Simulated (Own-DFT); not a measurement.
# Point defects and the pressure they add: L1_0 TiAl

The numbers are computed, not measured, by runs of the plane-wave DFT program Own-DFT (in-house, retired, unreviewed) at fixed positions, with no spin and no spin-orbit coupling.

All runs used: PBE; PseudoDojo norm-conserving scalar-relativistic files; cutoff 42 hartree; 4 x 4 x 4 k mesh centred on Gamma; cold (Marzari-Vanderbilt) smearing of 0.2 eV.

Caveats: forces on such cells failed a check on a denser k mesh; stress not checked against mesh or cutoff.

All runs share one cell, with vectors in Å (5.622, 5.622, 0.000); (-5.622, 5.622, 0.000); (0.000, 0.000, 8.133) and a volume of 514.0 Å³. u is the rms random offset of the atoms per axis. The defect's site can differ from row to row.

```
cell,formula,u (Å),P (GPa)
no defect,Al16Ti16,0.0181,1.15
no defect,Al16Ti16,0.0208,1.20
no defect,Al16Ti16,0.0403,1.53
two Al vacancies,Al14Ti16,0.0290,-0.75
two Al vacancies,Al14Ti16,0.0338,-0.53
two Al vacancies,Al14Ti16,0.0532,-0.06
one Ti vacancy,Al16Ti15,0.0261,0.46
one Ti vacancy,Al16Ti15,0.0267,0.48
one Ti vacancy,Al16Ti15,0.0282,?
one Ti vacancy,Al16Ti15,0.0321,0.61
```

## Fit

P = P0 + c u² + a shift for each defect gives P0 = 1.05 GPa, c = 316 ± 26 GPa/Å² and a scatter of 0.05 GPa. The shifts, and each times the cell's volume:

- one Ti vacancy: -0.78 ± 0.04 GPa, -2.5 eV
- two Al vacancies: -2.00 ± 0.04 GPa, -6.4 eV (-3.2 eV for each of its 2 sites)

Against the defect-free cell, a freed cell would be larger where the shift is positive and smaller where it is negative (160.2 GPa Å³ is 1 eV). The atoms around the defects weren't relaxed, which would change these numbers.

## Prediction

Q: what pressure belongs in the blank (one Ti vacancy, u = 0.0282 Å)?

Estimate: 0.51 ± 0.05 GPa. The calculation gave 0.44 GPa.
